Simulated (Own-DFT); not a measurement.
# How strain changes the stress of wurtzite AlGaN with randomly placed atoms, 128 atoms (Al40Ga24N64)

These are calculations, not measurements. The program, named Own-DFT, is a retired in-house plane-wave density functional code that no person has reviewed. Each row is one single-point run on a periodic cell that was not relaxed, without spin or spin-orbit coupling.

Settings of every run: PBE; PseudoDojo norm-conserving scalar-relativistic files; cutoff 42 hartree; 3 x 3 x 3 k mesh centred on Gamma; Fermi-Dirac smearing of 0.05 eV.

Known limits: forces on such cells passed a denser k mesh, each cell not checked; stress not checked against mesh or cutoff.

Unstrained cell vectors in Å: (12.563, 0.000, 0.000); (-6.282, 10.880, 0.000); (0.000, 0.000, 10.116). The unstrained cell has measured lattice constants (interpolated for alloys), not those of this functional. That, the random moves and any unrelaxed bonds set the pressure at no strain. Each run strains this cell uniformly, with the atoms carried along. Every atom was also moved at random, by a Gaussian of width 0.05 Å on each axis. The random placing of the alloy's atoms differs from row to row. Strain is the symmetric tensor, in per cent. Stress is positive in tension, and the pressure is minus a third of its trace.

```
run  e_xx (%)  e_yy (%)  e_zz (%)  s_xx (GPa)  s_yy (GPa)  s_zz (GPa)  P (GPa)  E (meV/atom)
  1     -2.25     -2.25      0.00      -19.69      -21.91      -11.62    17.74          53.5
  2      2.75      2.75      0.00        6.89        7.26       -5.12    -3.01          19.1
  3      1.75      1.75      0.00        1.96        1.89       -3.63    -0.08           0.0
  4     -0.75     -0.75      0.00      -12.12      -10.73       -8.16    10.34          30.8
  5      3.00      3.00      0.00        7.06        8.00       -1.93    -4.38          13.6
  6     -3.00     -3.00      0.00      -26.85      -27.19      -13.18    22.41          93.2
  7     -0.50     -0.50      0.00      -10.21       -9.72       -7.34     9.09          17.7
  8      2.00      2.00      0.00        4.55        3.09       -4.24    -1.14           3.0
  9      0.75      0.75      0.00           ?           ?           ?        ?             ?
```

E is the free energy for each atom above the lowest run shown.

## Worked fit

The change of volume is close to e_xx + e_yy + e_zz. A straight line through the runs shown gives P = 8.10 - 217 x (fractional change of volume) GPa, with an error of 9 on the slope and a scatter of 1.05 GPa. The strain isn't the same on all axes and the cell isn't cubic, so the slope belongs to this path and is not the bulk modulus.

## Withheld run

Question: what pressure should run 9 give? Its volume changes by 1.51 %.

The line gives 4.8 GPa. The calculation gave 3.99 GPa.
